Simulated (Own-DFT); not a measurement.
# Response to strain: wurtzite GaN, 72 atoms (Ga36N36)

No measurement is shown. These are fixed-geometry runs of a retired plane-wave code named Own-DFT, which no person has reviewed; spin and spin-orbit coupling are neglected.

Method: PBE; PseudoDojo norm-conserving scalar-relativistic files (stringent for Ga); cutoff 96 hartree; 4 x 4 x 3 k mesh centred on Gamma; Gaussian smearing of 0.01 eV.

Caveats: forces not confirmed at this smearing and k mesh; stress not checked against mesh or cutoff.

Unstrained cell vectors in Å: (9.567, 0.000, 0.000); (-4.784, 8.285, 0.000); (0.000, 0.000, 10.370). The unstrained cell has measured lattice constants (interpolated for alloys), not those of this functional. That, the random moves and any unrelaxed bonds set the pressure at no strain. A uniform strain is put on this cell, atoms riding along. Each atom got a random Gaussian move of width 0.05 Å along each axis. Strains are tensor components in per cent; tension counts as positive stress, and P is minus the mean normal stress.

```
run  e_xx (%)  e_yy (%)  e_zz (%)  e_yz (%)  e_xz (%)  e_xy (%)  s_xx (GPa)  s_yy (GPa)  s_zz (GPa)  s_yz (GPa)  s_xz (GPa)  s_xy (GPa)  P (GPa)  E (meV/atom)
  1      0.75      0.32     -0.01      1.51      1.36      1.89       -3.46       -5.87       -6.90        2.11        2.98        5.79     5.41          26.0
  2      0.62      0.92     -1.44     -0.98      1.65      0.95       -5.36       -4.29      -11.80       -1.90        4.47        3.65     7.15          24.0
  3      1.83     -0.53      1.09     -1.25     -0.60      1.33       -0.15       -6.80       -3.32       -3.06       -2.13        3.15     3.42          29.9
  4     -1.74      1.81      1.21      1.59      1.89      1.81      -11.76       -1.49       -3.38        3.63        3.69        6.07     5.54          36.2
  5     -0.78      0.44      0.31      0.94      1.12     -1.31       -8.71       -5.43       -6.27        2.12        2.03       -3.83     6.80          11.2
  6      1.88      0.93     -0.49      1.61     -0.93     -0.06        1.06       -2.60       -8.79        4.38       -1.76        0.58     3.44          31.1
  7      0.64      1.12     -0.53     -1.64     -1.11     -0.13       -3.97       -2.19       -8.89       -3.88       -3.16       -2.36     5.01          15.6
  8      1.99      1.01      0.18     -1.58     -0.44      0.88        1.61       -1.24       -3.33       -3.57       -0.39        2.66     0.99           2.7
  9     -1.45      0.44      0.59      1.57      0.78      1.50      -15.09       -5.44       -4.26        3.04        1.61        5.88     8.26          22.7
 10     -0.06     -0.15     -0.44      1.16     -0.14     -0.94       -6.96       -9.67       -9.28        2.19       -0.58       -3.20     8.64          29.7
 11     -0.02     -0.74      0.15     -0.91      0.36      0.25       -7.48      -11.92       -6.37       -2.11        0.09        0.80     8.59          24.8
 12      0.40     -1.76      0.58      1.04      0.99     -1.65       -6.95      -16.68       -4.62        2.05        2.17       -5.40     9.41          40.1
 13      1.99      1.59      1.14      1.33     -0.18      1.94        2.95        1.14       -1.23        2.12        0.28        6.40    -0.96          16.3
 14      1.12      0.81      0.86     -0.34      0.68      0.06       -0.99       -1.11       -3.08       -0.27        1.13       -0.07     1.73           0.0
 15      1.72      0.35      1.94     -0.01     -0.62     -1.99           ?           ?           ?           ?           ?           ?        ?             ?
```

E is the free energy for each atom above the lowest run shown.

## Fit

Regress every stress component on the fractional strains (shears doubled) of the visible runs, with a constant. Shear strains stay in the fit of a normal stress only where such slopes are resolved. The slopes, in GPa:

```
stress,at no strain,per e_xx,per e_yy,per e_zz,scatter
s_xx,-7.3,416 ± 23,87 ± 29,53 ± 37,1.02
s_yy,-8.0,94 ± 24,472 ± 30,81 ± 39,1.06
s_zz,-7.0,44 ± 21,23 ± 26,381 ± 33,0.91
```

The slope of each shear stress on twice its own strain, from a fit on all six strains: yz 106 ± 7, xz 123 ± 9, xy 163 ± 11 GPa. These are stiffnesses along x, y and z of the frame in which the cell vectors are given, with the crystal's c axis along z: C11, C12, C13 and C33. Hexagonal symmetry asks that xx and yy behave alike, which is a second check on the noise. No internal relaxation is included, and where it is allowed it would reduce some of the slopes. Slopes across the diagonal should nearly agree, so their difference gauges the noise. A ninth of the table's sum, 183 ± 7 GPa, estimates the bulk modulus near the mean pressure of these runs, 5.2 GPa, so it lies above the value at zero pressure.

## Check

Question: what normal stresses and pressure should run 15 give?

Estimate: s_xx = 1.2, s_yy = -3.2, s_zz = 1.2 and P = 0.2 GPa. The hidden result is 2.30, -1.81, -1.34 and P = 0.28 GPa.
